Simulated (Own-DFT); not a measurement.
SiC (4H silicon carbide, strained, atoms displaced), SiC (2H silicon carbide, atoms displaced), GaP (zincblende, atoms displaced) (calculated)

All values are calculated (Own-DFT development build). A calculation, not a measurement: plane-wave PBE density functional theory by an unreviewed code, no spin, of a simulated periodic cell, stress positive in tension, free energy of the whole cell less one offset for each atom, forces on such cells passed a denser k mesh, this cell's mesh not checked; offsets are fitted by least squares, one for each functional and potential file, so energies compare only between cells with the same atoms and settings and are not formation energies; the far tail of each file's local potential was reset to the Coulomb form; each entry is a single point on an unrelaxed cell, so the pressure reflects the starting lattice, mostly measured values (interpolated for alloys), from which strain is counted, and rises with the displacements; printed positions are rounded, which can move forces by about a meV/angstrom; the program, named Own-DFT, is a retired in-house code; no spin-orbit coupling.

Common to all runs: functional PBE; potential files PseudoDojo norm-conserving, scalar-relativistic, standard set; wave cutoff 42 hartree; occupations Fermi-Dirac; smearing width 0.1 eV; hardware one NVIDIA H100.

(1) SiC (4H silicon carbide, strained, atoms displaced)

```
SiC
1.0
      9.3230     0.1567     0.0269
     -4.5258     7.8100    -0.0266
      0.0293    -0.0165    10.2282
Si C Si C Si C Si C Si C Si C Si C Si C Si C Si C Si C Si C Si C Si C Si C Si C Si C Si C
2 2 2 2 2 2 2 2 2 2 2 2 2 2 2 2 2 2 2 2 2 2 2 2 2 2 2 2 2 2 2 2 2 2 2 2
Direct
  0.99587 0.00251 0.40844
  0.11566 0.22345 0.16258
  0.00717 0.99471 0.09867
  0.10515 0.22025 0.33915
  0.00640 0.33712 0.40099
  0.12139 0.56255 0.15596
  0.00583 0.34080 0.09845
  0.11187 0.55974 0.34061
  0.00684 0.66696 0.41571
  0.10505 0.88352 0.15343
  0.00347 0.66924 0.10251
  0.11870 0.89265 0.35278
  0.34231 0.99809 0.40960
  0.46111 0.23192 0.14917
  0.34051 0.00164 0.09041
  0.44035 0.21468 0.34421
  0.32719 0.33066 0.40993
  0.45138 0.56297 0.15112
  0.33351 0.32863 0.09331
  0.44546 0.56059 0.34814
  0.33273 0.65985 0.40983
  0.45466 0.88420 0.15643
  0.33531 0.67505 0.09552
  0.45511 0.90335 0.34507
  0.67192 0.00971 0.40839
  0.76933 0.21794 0.16239
  0.67068 0.99844 0.09774
  0.78325 0.23037 0.34212
  0.66598 0.33988 0.40874
  0.78669 0.56211 0.15253
  0.66427 0.32340 0.09470
  0.77743 0.55729 0.34139
  0.67692 0.67271 0.40081
  0.78769 0.89596 0.16017
  0.66526 0.66265 0.08740
  0.77347 0.88355 0.34639
  0.00345 0.00025 0.90449
  0.89119 0.78166 0.66265
  0.99604 0.99395 0.59587
  0.88302 0.77361 0.85128
  0.00630 0.66748 0.90759
  0.89034 0.45088 0.65449
  0.00184 0.66950 0.59723
  0.87521 0.46117 0.84316
  0.99515 0.32862 0.90750
  0.88349 0.11703 0.65512
  0.00459 0.33218 0.58874
  0.88749 0.10617 0.84075
  0.64845 0.98665 0.90727
  0.55663 0.77535 0.65053
  0.65433 0.98984 0.59209
  0.55851 0.78310 0.84018
  0.67224 0.66852 0.91345
  0.55378 0.44830 0.65990
  0.67807 0.66335 0.58974
  0.55470 0.45005 0.84467
  0.65731 0.33487 0.91058
  0.54558 0.10065 0.65659
  0.66476 0.33173 0.58588
  0.55662 0.11910 0.84118
  0.34396 0.01196 0.90786
  0.22660 0.78185 0.65852
  0.35000 0.00896 0.59010
  0.22645 0.77762 0.83767
  0.33255 0.66110 0.91030
  0.23341 0.45032 0.65223
  0.33127 0.67145 0.59028
  0.21775 0.44595 0.84399
  0.33558 0.33104 0.90176
  0.22384 0.11149 0.66142
  0.33537 0.34009 0.59758
  0.22671 0.10380 0.83808
```

| Quantity | Value |
| --- | --- |
| k mesh | 4 x 4 x 3 centred on Gamma |
| free energy of cell above offsets | -5.925 eV |
| pressure | 3.29 GPa |
| stress xx | -0.71 GPa |
| stress yy | -11.5 GPa |
| stress zz | 2.33 GPa |
| stress yz | -0.54 GPa |
| stress xz | 1.26 GPa |
| stress xy | 7.2 GPa |
| wall time | 350.7 s |

Force:
```
element  x (eV/Å)  y (eV/Å)  z (eV/Å)
     Si     1.456    -1.232     0.282
     Si     0.079    -0.077    -2.057
      C    -2.593     1.811    -1.478
      C     1.236     0.329     1.773
     Si    -1.564     0.137     0.582
     Si    -1.037    -0.485     0.815
      C    -0.364    -1.519    -0.824
      C     1.496    -0.064     0.751
     Si    -1.484     0.846      -1.5
     Si     3.473     1.801     2.617
      C     0.422    -1.286     -2.49
      C    -0.637    -0.305    -0.948
     Si    -2.094     0.718    -0.795
     Si    -3.171    -2.729     2.559
      C    -0.133    -0.254     0.357
      C     0.128     2.166    -0.379
     Si     1.318     0.025    -1.013
     Si    -0.551    -1.662     1.322
      C     0.048     1.216    -0.535
      C      1.54    -0.942    -1.235
     Si    -1.188     2.394    -1.005
     Si    -2.059     2.655     1.289
      C     1.151    -1.845    -0.962
      C     1.466    -2.727    -0.783
     Si     -0.44    -0.908    -0.295
     Si     2.247     0.868      -0.7
      C     0.019    -0.278    -1.072
      C     0.024    -0.194     1.019
     Si    -0.315    -1.101    -1.237
     Si    -0.535    -1.532     1.149
      C     0.843     2.957    -1.111
      C     1.386     0.402    -0.411
     Si    -1.368    -2.229     1.708
     Si    -0.032    -1.106    -0.497
      C      0.53     1.194     2.273
      C     0.446     2.903    -0.834
     Si    -0.214    -0.169     0.523
     Si    -0.148    -1.222    -0.106
      C    -0.107     2.166    -0.125
      C     1.305     1.085    -0.689
     Si    -0.492     1.434     0.414
     Si    -0.357    -1.392     0.315
      C     0.705      0.71     0.108
      C     2.353    -3.269    -0.012
     Si    -0.736     0.935     0.005
     Si     0.892    -1.585     0.134
      C    -0.513       1.2     0.303
      C    -1.133     0.396      0.83
     Si     1.833      3.59     0.416
     Si     0.322    -0.974     0.535
      C     1.495     2.189    -0.043
      C    -0.191    -3.162     0.095
     Si    -1.308     0.441    -2.335
     Si      1.55    -0.579    -1.101
      C    -1.765     0.853     0.461
      C    -0.527    -0.575     0.159
     Si     1.648     0.594    -0.868
     Si     2.136     2.924       0.1
      C      0.22     0.062       2.5
      C     0.434    -0.986     0.304
     Si     0.247    -2.472     0.063
     Si    -0.666     0.134    -0.804
      C    -3.655     -1.92     0.738
      C    -0.214     0.392     2.039
     Si    -0.212     1.417    -1.191
     Si     -3.05    -0.105     1.384
      C     1.424    -0.608     0.504
      C      0.74    -1.146    -0.314
     Si    -1.306     0.336     0.838
     Si    -0.023    -0.286    -2.287
      C       1.2    -1.358    -0.669
      C    -1.631     0.999     1.441
```

(2) SiC (2H silicon carbide, atoms displaced)

```
SiC
1.0
      9.2481     0.0000     0.0000
     -4.6241     8.0091     0.0000
      0.0000     0.0000    10.0681
Si C Si C Si C Si C Si C Si C Si C Si C Si C Si C Si C Si C Si C Si C Si C Si C Si C Si C
2 2 2 2 2 2 2 2 2 2 2 2 2 2 2 2 2 2 2 2 2 2 2 2 2 2 2 2 2 2 2 2 2 2 2 2
Direct
  0.99431 0.99759 0.00047
  0.11322 0.21819 0.25366
  0.99038 0.99672 0.18840
  0.10556 0.22122 0.43105
  0.99648 0.00060 0.49456
  0.12282 0.23209 0.75505
  0.99965 0.99783 0.68962
  0.11065 0.22596 0.93934
  0.00483 0.33421 0.99211
  0.12013 0.55911 0.23908
  0.00411 0.33295 0.19376
  0.12748 0.55670 0.44835
  0.98216 0.31337 0.50007
  0.09665 0.53650 0.75713
  0.02009 0.34303 0.68761
  0.10861 0.54962 0.93734
  0.99987 0.66618 0.00115
  0.10142 0.89086 0.25408
  0.99774 0.66357 0.19196
  0.11502 0.88738 0.43438
  0.00825 0.67744 0.49370
  0.11496 0.89257 0.74869
  0.00406 0.64312 0.68458
  0.11517 0.88404 0.92978
  0.32841 0.99278 0.00174
  0.44679 0.22478 0.23405
  0.33069 0.00710 0.18526
  0.45140 0.22056 0.43721
  0.33564 0.00134 0.50933
  0.43548 0.20858 0.74917
  0.32955 0.99055 0.69387
  0.45788 0.22295 0.93768
  0.33042 0.32909 0.00234
  0.44904 0.54826 0.25388
  0.32913 0.33192 0.18256
  0.44746 0.55849 0.43454
  0.33470 0.33131 0.50469
  0.44860 0.56075 0.73987
  0.33007 0.32379 0.69382
  0.43656 0.55348 0.93969
  0.33224 0.64718 0.99664
  0.43372 0.88929 0.24905
  0.34259 0.67116 0.18431
  0.45001 0.89572 0.43563
  0.33421 0.67182 0.49793
  0.44028 0.90242 0.74703
  0.31721 0.66558 0.68922
  0.44265 0.87903 0.93492
  0.66426 0.98658 0.98748
  0.77494 0.22909 0.23835
  0.67815 0.00534 0.18429
  0.77316 0.21921 0.43561
  0.66791 0.00039 0.49490
  0.76413 0.22534 0.75013
  0.67583 0.99541 0.69865
  0.78215 0.23448 0.94116
  0.66373 0.32883 0.00113
  0.76724 0.54306 0.24866
  0.67310 0.33824 0.18392
  0.78334 0.56714 0.44144
  0.67621 0.33327 0.49190
  0.76936 0.54238 0.75772
  0.66763 0.32950 0.68776
  0.77925 0.56099 0.93525
  0.67041 0.67060 0.00640
  0.77690 0.88348 0.24873
  0.66624 0.66384 0.18681
  0.76614 0.88795 0.43627
  0.65723 0.66709 0.49887
  0.77111 0.88915 0.75474
  0.66760 0.68365 0.69107
  0.79260 0.88692 0.93469
```

| Item | Value |
| --- | --- |
| k mesh | 4 x 4 x 3 centred on Gamma |
| free energy of cell above offsets | -2.559 eV |
| pressure | 6.26 GPa |
| stress xx | -7.3 GPa |
| stress yy | -4.81 GPa |
| stress zz | -6.65 GPa |
| stress yz | -0.88 GPa |
| stress xz | -1.35 GPa |
| stress xy | 1.02 GPa |
| wall time | 351.5 s |

Force:
```
element  x (eV/Å)  y (eV/Å)  z (eV/Å)
     Si     2.746       1.1    -0.015
     Si    -1.558     0.431    -1.653
      C     1.481     0.405    -0.212
      C     1.385    -0.518     2.208
     Si     0.259    -0.613     1.286
     Si    -1.937    -2.573    -0.654
      C    -0.129     0.811    -0.622
      C     1.438    -1.481     0.033
     Si     -1.51    -0.239     2.588
     Si    -0.072    -0.626     2.777
      C    -0.304     0.213    -1.792
      C    -4.146    -1.602     -3.51
     Si     2.338     4.167      0.44
     Si     1.855      3.65    -0.942
      C    -2.063    -4.788    -0.917
      C    -0.093     0.699     1.108
     Si     0.318    -0.254    -0.311
     Si     1.599    -0.584    -1.534
      C    -0.338     0.507    -0.812
      C    -0.784     2.151     1.226
     Si     1.433    -3.438     1.778
     Si    -1.341    -3.207    -0.433
      C    -4.592     3.235    -0.006
      C    -1.139     0.852     2.135
     Si     1.361      0.28    -0.957
     Si     -0.27    -0.142     2.705
      C    -0.331    -1.574     0.256
      C    -1.131     0.534    -0.378
     Si     0.216    -0.038    -2.463
     Si     1.095     2.106     0.655
      C     -2.44      2.85    -2.191
      C    -3.268    -1.547    -0.154
     Si     0.677     0.635    -1.711
     Si     -1.79      1.22    -1.344
      C     0.927    -0.099     1.447
      C    -0.664     -1.36     1.293
     Si     -0.24    -0.147    -1.113
     Si     -1.97     0.039      1.82
      C     1.549      1.84    -1.327
      C     4.595    -1.741    -1.699
     Si    -3.518     3.755     0.819
     Si      2.31     0.761    -0.707
      C    -0.052    -0.783     0.122
      C    -1.011    -0.651     0.718
     Si     1.105     0.184     1.522
     Si     5.032    -4.986     1.852
      C     2.664     0.796    -0.173
      C    -0.709     0.328      0.28
     Si    -0.303     2.143     1.991
     Si     3.225    -1.807     1.322
      C     -1.92    -1.004    -0.553
      C     0.331    -0.298    -1.064
     Si     -0.85     0.068     1.432
     Si     4.857    -1.358     1.369
      C    -4.886     2.905     -2.65
      C     0.618    -2.404    -1.132
     Si     1.244     2.175    -0.724
     Si     1.156     3.479     1.236
      C    -1.923    -1.233    -0.235
      C    -0.232    -1.589    -1.035
     Si    -2.083     1.408     1.671
     Si     0.611     2.754     -2.63
      C    -3.018     0.077    -1.557
      C    -0.179    -1.165     2.138
     Si    -0.541    -1.184    -2.068
     Si    -1.839      0.72      0.47
      C     0.328    -0.375     0.808
      C     2.388    -0.302    -0.444
     Si      1.96     0.757     1.024
     Si     3.958     0.199    -0.109
      C     1.312    -3.714    -1.328
      C    -3.195    -0.811     0.627
```

(3) GaP (zincblende, atoms displaced)

```
GaP
1.0
     10.9010     0.0000     0.0000
      0.0000    10.9010     0.0000
      0.0000     0.0000    10.9010
Ga P Ga P Ga P Ga P Ga P Ga P Ga P Ga P
4 4 4 4 4 4 4 4 4 4 4 4 4 4 4 4
Direct
  0.99240 0.00751 0.99964
  0.00313 0.25432 0.24472
  0.25777 0.98801 0.24844
  0.25644 0.25000 0.99749
  0.13571 0.11455 0.11282
  0.13447 0.37214 0.36687
  0.37365 0.12384 0.35724
  0.38429 0.36659 0.12973
  0.00442 0.98822 0.49446
  0.99146 0.24289 0.76641
  0.26122 0.00297 0.74710
  0.25431 0.23089 0.50855
  0.11560 0.11612 0.63956
  0.12088 0.37386 0.86397
  0.36352 0.13368 0.87730
  0.38619 0.37760 0.63075
  0.98628 0.49609 0.00084
  0.00213 0.74772 0.23834
  0.25895 0.49717 0.25401
  0.24408 0.74800 0.00197
  0.13381 0.63108 0.11564
  0.13405 0.86360 0.38891
  0.36251 0.62604 0.38383
  0.38555 0.86704 0.11892
  0.00995 0.49996 0.48715
  0.00205 0.76520 0.75806
  0.24234 0.50437 0.75222
  0.24940 0.75285 0.50468
  0.12694 0.63381 0.62144
  0.11293 0.87378 0.88115
  0.38473 0.63059 0.87985
  0.36950 0.88715 0.63732
  0.50897 0.00453 0.00503
  0.49284 0.26468 0.25063
  0.73913 0.99620 0.23065
  0.75829 0.24675 0.00097
  0.62407 0.14566 0.12797
  0.62268 0.36964 0.38432
  0.87273 0.13710 0.38246
  0.86825 0.36254 0.11731
  0.50364 0.00605 0.50820
  0.50106 0.25035 0.74100
  0.75722 0.99689 0.73511
  0.75541 0.24465 0.50395
  0.61840 0.12563 0.63158
  0.62441 0.36302 0.85819
  0.87674 0.11304 0.86663
  0.87231 0.38008 0.62873
  0.50473 0.50738 0.99841
  0.50545 0.74889 0.24547
  0.76166 0.50899 0.25355
  0.74359 0.76565 0.01780
  0.62834 0.60201 0.12840
  0.62337 0.87029 0.36356
  0.87239 0.62085 0.38239
  0.88463 0.87988 0.13837
  0.51252 0.50044 0.51326
  0.50128 0.74353 0.76164
  0.76383 0.50028 0.73305
  0.76038 0.75179 0.49972
  0.60853 0.62959 0.62514
  0.64531 0.85623 0.87297
  0.88876 0.62410 0.87985
  0.87675 0.86956 0.62676
```

| Item | Value |
| --- | --- |
| k mesh | 3 x 3 x 3 centred on Gamma |
| pressure | ? |

**Q.** Estimate the pressure of GaP (zincblende, atoms displaced) (entry 3).
**A.** 4.63 GPa

**Q.** Give the table of force values for GaP (zincblende, atoms displaced) (entry 3).
**A.** 
Force:
```
element  x (eV/Å)  y (eV/Å)  z (eV/Å)
     Ga     0.852    -0.928     0.339
     Ga     0.331    -0.953     0.028
     Ga    -0.584    -0.405    -0.293
     Ga    -1.349     1.301     0.664
      P    -0.724      0.67     1.299
      P     -0.33    -0.548     0.851
      P     0.507    -0.161     1.872
      P     -1.99     2.747    -2.522
     Ga     -0.58     1.334     0.445
     Ga     0.717     1.183    -1.917
     Ga    -2.611      1.09     2.275
     Ga    -0.176     0.888    -0.129
      P     0.271     0.274    -1.164
      P     0.277      0.13     2.001
      P     2.667    -1.458    -1.034
      P    -2.043     0.043    -0.791
     Ga     1.843    -0.518     0.147
     Ga     0.985    -0.815     1.903
     Ga    -0.261     0.452    -0.837
     Ga     1.388     1.423    -1.508
      P    -1.558    -2.619     1.722
      P    -1.298      1.26    -2.917
      P     2.282    -0.123    -0.387
      P    -0.594      0.45    -0.087
     Ga     0.132    -0.519     1.098
     Ga     -0.37     -2.28    -0.802
     Ga     1.048     0.154    -0.507
     Ga     1.481    -0.359     1.345
      P     -0.86     -0.58     0.844
      P     2.274     1.421     0.497
      P    -2.317    -0.965     0.426
      P     2.347    -2.574    -1.849
     Ga    -0.175     0.117    -1.009
     Ga     1.844      -1.6     2.029
     Ga     0.122     1.206     1.786
     Ga    -1.656    -0.736    -2.404
      P    -0.044    -1.426    -0.304
      P      0.81     0.739    -0.493
      P     1.191    -2.283    -1.699
      P     1.403     1.981     1.812
     Ga    -0.787    -0.784    -1.554
     Ga    -1.127    -0.537     1.459
     Ga    -1.172    -0.071     0.877
     Ga    -1.149     1.062     0.969
      P      1.71    -0.528    -0.708
      P     1.383     1.651     1.674
      P    -1.684     0.233     1.224
      P     2.452    -2.093    -1.992
     Ga    -0.144    -2.268    -0.826
     Ga    -0.812    -1.691     0.329
     Ga    -0.844    -2.359     0.091
     Ga      1.68    -2.539     0.812
      P     0.319     2.732     0.218
      P     0.728     0.799     1.565
      P      1.41      0.82    -0.831
      P    -0.896     0.599     -1.43
     Ga    -1.835    -0.893    -2.036
     Ga     0.076      1.59    -0.914
     Ga    -2.386      2.05     2.595
     Ga     -1.97    -0.064     0.004
      P     3.154     1.133     0.569
      P    -1.648     2.694     -0.95
      P    -2.194     1.184    -0.943
      P     0.483     0.267    -0.932
```

Further results for GaP (zincblende, atoms displaced) (entry 3):

| Item | Value |
| --- | --- |
| free energy of cell above offsets | -26.736 eV |
| stress xx | -4.52 GPa |
| stress yy | -4.7 GPa |
| stress zz | -4.65 GPa |
| stress yz | -0.74 GPa |
| stress xz | -0.78 GPa |
| stress xy | 0.37 GPa |
| wall time | 574.6 s |
